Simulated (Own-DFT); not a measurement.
# A layer strained by its substrate: diamond-structure GeSn with randomly placed atoms, 64 atoms (Ge60Sn4)

Calculated, not measured: single-point runs of Own-DFT, a retired in-house plane-wave DFT program that no person has reviewed, on unrelaxed cells, without spin or spin-orbit coupling.

Method: PBE; PseudoDojo norm-conserving scalar-relativistic files; cutoff 49 hartree; 3 x 3 x 3 k mesh centred on Gamma; Fermi-Dirac smearing of 0.1 eV.

Keep in mind: forces on such cells moved up to 12 meV/angstrom on a denser k mesh; stress not checked against mesh or cutoff.

Unstrained cell vectors in Å: (11.420, 0.000, 0.000); (0.000, 11.420, 0.000); (0.000, 0.000, 11.420). The unstrained cell has measured lattice constants (interpolated for alloys), not those of this functional. That, the random moves and any unrelaxed bonds set the pressure at no strain. Each run strains x and y alike by e, as a substrate would, and holds the height along z. Random moves of width 0.05 Å per axis were added to every atom. The random placing of the alloy's atoms differs from row to row. Stress is positive in tension.

| e (%) | u (Å) | (s_xx + s_yy)/2 (GPa) | s_zz (GPa) |
|---|---|---|---|
| -2.75 | 0.052 | -10.21 | -8.46 |
| -2.50 | 0.051 | ? | ? |
| -2.00 | 0.049 | -8.58 | -7.39 |
| -1.50 | 0.048 | -7.47 | -6.56 |
| -1.25 | 0.052 | -7.10 | -6.34 |
| 0.25 | 0.046 | -4.52 | -4.66 |
| 2.25 | 0.047 | -1.38 | -2.64 |
| 2.50 | 0.047 | -0.99 | -2.34 |
| 2.75 | 0.051 | -0.73 | -2.21 |
| 3.00 | 0.050 | -0.19 | -1.88 |

## Worked fit

With e as a fraction, the in-plane stress is -4.9 + 172 e - 692 e² GPa (errors 2 and 125, scatter 0.10), and s_zz is -4.9 + 114 e - 547 e² GPa (slope ± 1, scatter 0.08). At e = 0 the first slope is C11 + C12 and the second 2 C12, both with the ions held to the strained lattice and at the cell's own pressure. The term in e² is negative: the layer stiffens under compression and softens under tension. A free layer would change its height as e changes, and the in-plane slope would drop by 2 C12²/C11 to the biaxial modulus. At fixed height, a misfit of 1 % moves the in-plane stress by about 1.7 GPa and s_zz by 1.1 GPa.

## Test on the hidden row

Q: what are the two stresses at e = -2.50 %?

Estimate: -9.6 and -8.0 GPa. DFT gave -9.86 and -8.10 GPa.
